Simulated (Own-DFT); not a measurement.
# Strain and stress in 4H SiC, 32 atoms (C16Si16)

Calculated results; nothing here was measured. The program, named Own-DFT, is a retired in-house plane-wave density functional code that no person has reviewed. Each row is one single-point run on a periodic cell that was not relaxed, without spin or spin-orbit coupling.

Settings of every run: PBE; PseudoDojo norm-conserving scalar-relativistic files; cutoff 42 hartree; 5 x 5 x 3 k mesh centred on Gamma; Fermi-Dirac smearing of 0.1 eV.

Known limits: forces on such cells passed a denser k mesh, each cell not checked; stress not checked against mesh or cutoff.

Unstrained cell vectors in Å: (6.165, 0.000, 0.000); (-3.083, 5.339, 0.000); (0.000, 0.000, 10.068). The unstrained cell has measured lattice constants (interpolated for alloys), not those of this functional. That, the random moves and any unrelaxed bonds set the pressure at no strain. Each run strains this cell uniformly, with the atoms carried along. Every atom was also moved at random, by a Gaussian of width 0.05 Å on each axis. Strain is the symmetric tensor, in per cent. Stress is positive in tension, and the pressure is minus a third of its trace.

| run | e_xx (%) | e_yy (%) | e_zz (%) | e_yz (%) | e_xz (%) | e_xy (%) | s_xx (GPa) | s_yy (GPa) | s_zz (GPa) | s_yz (GPa) | s_xz (GPa) | s_xy (GPa) | P (GPa) | E (meV/atom) |
|---|---|---|---|---|---|---|---|---|---|---|---|---|---|---|
| 1 | 1.37 | -1.86 | -0.03 | -0.28 | -0.48 | -1.42 | -1.90 | -11.48 | -3.77 | -0.28 | -0.94 | -6.75 | 5.72 | 15.6 |
| 2 | 1.95 | -1.08 | -0.78 | 0.89 | 0.47 | -0.32 | 4.72 | -7.25 | -11.22 | 2.74 | 2.36 | -1.43 | 4.58 | 5.4 |
| 3 | -1.12 | -1.25 | 0.40 | 0.63 | -0.27 | -1.21 | -12.18 | -12.11 | -8.00 | 0.65 | 0.13 | -4.62 | 10.76 | 68.3 |
| 4 | -0.47 | -0.71 | 1.66 | 1.80 | 0.32 | -1.10 | -10.21 | -7.65 | 4.24 | 5.77 | 1.10 | -3.53 | 4.54 | 24.7 |
| 5 | 1.04 | -0.11 | -0.50 | -0.67 | -0.62 | -1.81 | -0.05 | -5.63 | -4.70 | -2.03 | -1.63 | -6.73 | 3.46 | 8.0 |
| 6 | 0.36 | 1.49 | -0.31 | -0.22 | 0.85 | 1.35 | -2.28 | 4.13 | -8.33 | -1.27 | 2.16 | 7.97 | 2.16 | 18.4 |
| 7 | 1.88 | 0.00 | 1.40 | -1.22 | 0.94 | -1.97 | 5.75 | -3.53 | 3.72 | -4.36 | 3.68 | -8.09 | -1.98 | 0.0 |
| 8 | -1.56 | 1.16 | 1.23 | 1.84 | 1.46 | 1.70 | -10.77 | 1.50 | -0.11 | 5.85 | 3.32 | 7.89 | 3.13 | 26.7 |
| 9 | 1.33 | 1.12 | 1.75 | -0.39 | 1.47 | -1.15 | 0.21 | 2.33 | 5.25 | -0.77 | 6.53 | -5.79 | -2.60 | 44.3 |
| 10 | 1.80 | -1.71 | -1.36 | 1.55 | -1.75 | -1.86 | 1.67 | -13.42 | -15.72 | 3.30 | -7.08 | -8.81 | 9.16 | 77.7 |
| 11 | -1.66 | 1.89 | -1.81 | -0.94 | 1.12 | -0.44 | -13.62 | 3.15 | -17.34 | -3.96 | 3.66 | -2.44 | 9.27 | 40.1 |
| 12 | 0.30 | -1.65 | 0.17 | 1.21 | 0.62 | 0.24 | -5.93 | -13.15 | -4.04 | 4.41 | 1.16 | 0.80 | 7.71 | 18.3 |
| 13 | -1.67 | -0.83 | -0.32 | 0.67 | 0.86 | 1.52 | -15.70 | -10.94 | -9.25 | 4.09 | 1.14 | 6.95 | 11.96 | 37.3 |
| 14 | -1.35 | 1.49 | 0.89 | -1.92 | 0.73 | 1.54 | -8.51 | 2.42 | -3.03 | -6.30 | 2.08 | 5.47 | 3.04 | 27.3 |
| 15 | -0.42 | -1.31 | -0.53 | 1.83 | -1.15 | -1.01 | -8.05 | -14.80 | -9.18 | 7.50 | -4.29 | -6.65 | 10.68 | 34.2 |
| 16 | -0.98 | 0.88 | 0.37 | -0.14 | 1.03 | 1.42 | ? | ? | ? | ? | ? | ? | ? | ? |

E is the free energy for each atom above the lowest run shown.

## Worked fit

Each stress component was fitted by least squares to a constant and the strains of the runs shown, as fractions, with shears doubled. Shear strains stay in the fit of a normal stress only where such slopes are resolved. The slopes, in GPa:

| stress | at no strain | per e_xx | per e_yy | per e_zz | scatter |
|---|---|---|---|---|---|
| s_xx | -5.5 | 508 ± 32 | 108 ± 34 | 9 ± 38 | 1.54 |
| s_yy | -4.7 | 91 ± 27 | 532 ± 28 | 43 ± 32 | 1.29 |
| s_zz | -6.2 | 85 ± 41 | 18 ± 43 | 599 ± 49 | 1.95 |

Each shear stress against twice its own strain: yz 156 ± 16, xz 185 ± 19, xy 219 ± 21 GPa. These are stiffnesses along x, y and z of the frame in which the cell vectors are given, which need not be the crystal's axes. The atoms are held to the strained lattice; where symmetry lets them move under strain, relaxing them would lower some slopes. The table should be nearly symmetric about its diagonal, and what it lacks of that shows the noise. A ninth of its sum, 222 ± 9 GPa, estimates the bulk modulus near the mean pressure of these runs, 5.4 GPa, so it lies above the value at zero pressure.

## Withheld run

Question: what normal stresses and pressure should run 16 give?

The fit gives s_xx = -9.5, s_yy = -0.8, s_zz = -4.7 and P = 5.0 GPa. The calculation gave -7.89, -1.27, -6.55 and P = 5.24 GPa.
